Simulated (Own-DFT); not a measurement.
# A layer strained by its substrate: wurtzite AlN, 72 atoms (Al36N36)

Calculated, not measured: single-point runs of Own-DFT, a retired in-house plane-wave DFT program that no person has reviewed, on unrelaxed cells, without spin or spin-orbit coupling.

Method: PBE; PseudoDojo norm-conserving scalar-relativistic files; cutoff 42 hartree; 3 x 3 x 2 k mesh centred on Gamma; Fermi-Dirac smearing of 0.1 eV.

Keep in mind: forces on such cells moved up to 12 meV/angstrom on a denser k mesh; stress not checked against mesh or cutoff.

Unstrained cell vectors in Å: (9.336, 0.000, 0.000); (-4.668, 8.085, 0.000); (0.000, 0.000, 9.964). The unstrained cell has measured lattice constants (interpolated for alloys), not those of this functional. That, the random moves and any unrelaxed bonds set the pressure at no strain. Each run strains x and y alike by e, as a substrate would, and holds the height along z. Random moves of width 0.05 Å per axis were added to every atom. Stress is positive in tension.

```
e (%)  u (Å)  (s_xx + s_yy)/2 (GPa)  s_zz (GPa)
-3.00  0.048                 -26.47       -9.43
-2.75  0.052                 -24.27      -10.26
-2.50  0.049                 -21.68      -10.25
-2.25  0.051                 -21.41       -7.52
-1.50  0.049                 -14.49       -8.15
-1.25  0.053                 -13.59       -7.76
-0.25  0.051                  -7.44       -5.29
 1.50  0.050                      ?           ?
 2.25  0.049                   6.51       -3.70
 2.75  0.051                   8.74       -3.65
```

## Analysis

With e as a fraction, the in-plane stress is -5.6 + 600 e - 2947 e² GPa (errors 10 and 674, scatter 0.58), and s_zz is -6.3 + 114 e GPa (slope ± 15, scatter 0.90). At e = 0 the first slope is C11 + C12 and the second 2 C13, both with the ions held to the strained lattice and at the cell's own pressure. The term in e² is negative: the layer stiffens under compression and softens under tension. A free layer would change its height as e changes, and the in-plane slope would drop by 2 C13²/C33 to the biaxial modulus. At fixed height, a misfit of 1 % moves the in-plane stress by about 6.0 GPa and s_zz by 1.1 GPa.

## Check

Question: what are the two stresses at e = 1.50 %?

The fitted form gives 2.8 and -4.5 GPa. The run itself gave 1.74 and -2.57 GPa.
